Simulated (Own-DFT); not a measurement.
# Point defects and the pressure they add: monoclinic HfO2

Everything here is calculated. The program is Own-DFT (plane waves, in-house, since retired, never reviewed by a person); positions were held fixed, and spin and spin-orbit coupling were off.

Settings: PBE; PseudoDojo norm-conserving scalar-relativistic files; cutoff 72 hartree; 2 x 2 x 2 k mesh centred on Gamma; Fermi-Dirac smearing of 0.1 eV.

Keep in mind (not all hold for every row): not probed for a lower state with spin; hafnium file: forces about 75 meV/angstrom off all-electron values; oxygen file: force components 24 meV/angstrom off all-electron in a glass; forces on such cells passed a denser k mesh, each cell not checked; stress not checked against mesh or cutoff.

All runs share one cell, with vectors in Å (10.234, 0.000, 0.000); (0.000, 10.350, 0.000); (-1.696, 0.000, 10.445) and a volume of 1106.4 Å³. The atoms are randomly displaced, by u rms on each axis. The defect's site can differ from row to row.

| cell | formula | u (Å) | P (GPa) |
|---|---|---|---|
| no defect | Hf32O64 | 0.0198 | 3.90 |
| no defect | Hf32O64 | 0.0493 | 6.44 |
| no defect | Hf32O64 | 0.0507 | 5.79 |
| one Si on a Hf site | Hf31O64Si | 0.0290 | 2.76 |
| one Si on a Hf site | Hf31O64Si | 0.0321 | ? |
| one Si on a Hf site | Hf31O64Si | 0.0491 | 4.45 |
| one Si on a Hf site | Hf31O64Si | 0.0491 | 4.95 |
| two O vacancies | Hf32O62 | 0.0297 | 3.73 |
| two O vacancies | Hf32O62 | 0.0501 | 4.95 |
| two O vacancies | Hf32O62 | 0.0505 | 4.69 |

## Working it out

P = P0 + c u² + a shift for each defect gives P0 = 3.62 GPa, c = 978 ± 156 GPa/Å² and a scatter of 0.40 GPa. The shifts, and each times the cell's volume:

- two O vacancies: -1.10 ± 0.32 GPa, -7.6 eV (-3.8 eV for each of its 2 sites)
- one Si on a Hf site: -1.42 ± 0.32 GPa, -9.8 eV

Positive is outwards. The product with the volume (160.2 GPa Å³ to the eV) is nearly free of the cell's size; divided by the bulk modulus at the cell's pressure it gives the volume that the defect adds. The atoms around the defects weren't relaxed, which would change these numbers.

## Prediction

Question: what pressure belongs in the blank (one Si on a Hf site, u = 0.0321 Å)?

Estimate: 3.21 ± 0.48 GPa. The run itself gave 3.01 GPa.
